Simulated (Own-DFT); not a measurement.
# One host, several defects: 2H SiC

Everything here is calculated. The program is Own-DFT (plane waves, in-house, since retired, never reviewed by a person); positions were held fixed, and spin and spin-orbit coupling were off.

Method: PBE; PseudoDojo norm-conserving scalar-relativistic files; cutoff 42 hartree; 4 x 4 x 3 k mesh centred on Gamma; Fermi-Dirac smearing of 0.1 eV.

Keep in mind (not all hold for every row): not probed for a lower state with spin; forces on such cells passed a denser k mesh, each cell not checked; stress not checked against mesh or cutoff.

All runs share one cell, with vectors in Å (9.248, 0.000, 0.000); (-4.624, 8.009, 0.000); (0.000, 0.000, 10.068) and a volume of 745.7 Å³. Atoms were moved at random from their sites; u is the rms move along one axis. The defect's site can differ from row to row.

```
                                     cell     formula   u (Å)  P (GPa)
                                no defect     C36Si36  0.0282     3.73
                                no defect     C36Si36  0.0301     3.91
                                no defect     C36Si36  0.0638     6.56
one C on a Si site and one Si on a C site     C36Si36  0.0291     7.65
one C on a Si site and one Si on a C site     C36Si36  0.0299     7.61
one C on a Si site and one Si on a C site     C36Si36  0.0532     9.28
                   two N on a C site each   C34N2Si36  0.0300     2.95
                   two N on a C site each   C34N2Si36  0.0507     4.37
                   two N on a C site each   C34N2Si36  0.0510     4.64
                 two Al on a Si site each  Al2C36Si34  0.0285     5.88
                 two Al on a Si site each  Al2C36Si34  0.0321     6.12
                 two Al on a Si site each  Al2C36Si34  0.0497     7.49
                       one C on a Si site     C37Si35  0.0297     1.74
                       one C on a Si site     C37Si35  0.0300        ?
                       one C on a Si site     C37Si35  0.0505     3.48
                       one C on a Si site     C37Si35  0.0509     3.24
```

## Fit

P = P0 + c u² + a shift for each defect gives P0 = 3.03 GPa, c = 884 ± 29 GPa/Å² and a scatter of 0.11 GPa. The shifts, and each times the cell's volume:

- one C on a Si site and one Si on a C site: 3.80 ± 0.09 GPa, 17.7 eV
- two Al on a Si site each: 2.19 ± 0.09 GPa, 10.2 eV (5.1 eV for each of its 2 sites)
- two N on a C site each: -0.83 ± 0.09 GPa, -3.9 eV (-1.9 eV for each of its 2 sites)
- one C on a Si site: -1.99 ± 0.09 GPa, -9.2 eV

Against the defect-free cell, a freed cell would be larger where the shift is positive and smaller where it is negative (160.2 GPa Å³ is 1 eV). The atoms around the defects weren't relaxed, which would change these numbers.

## Prediction

The question: what pressure belongs in the blank (one C on a Si site, u = 0.0300 Å)?

Estimate: 1.84 ± 0.13 GPa. DFT gave 1.72 GPa.
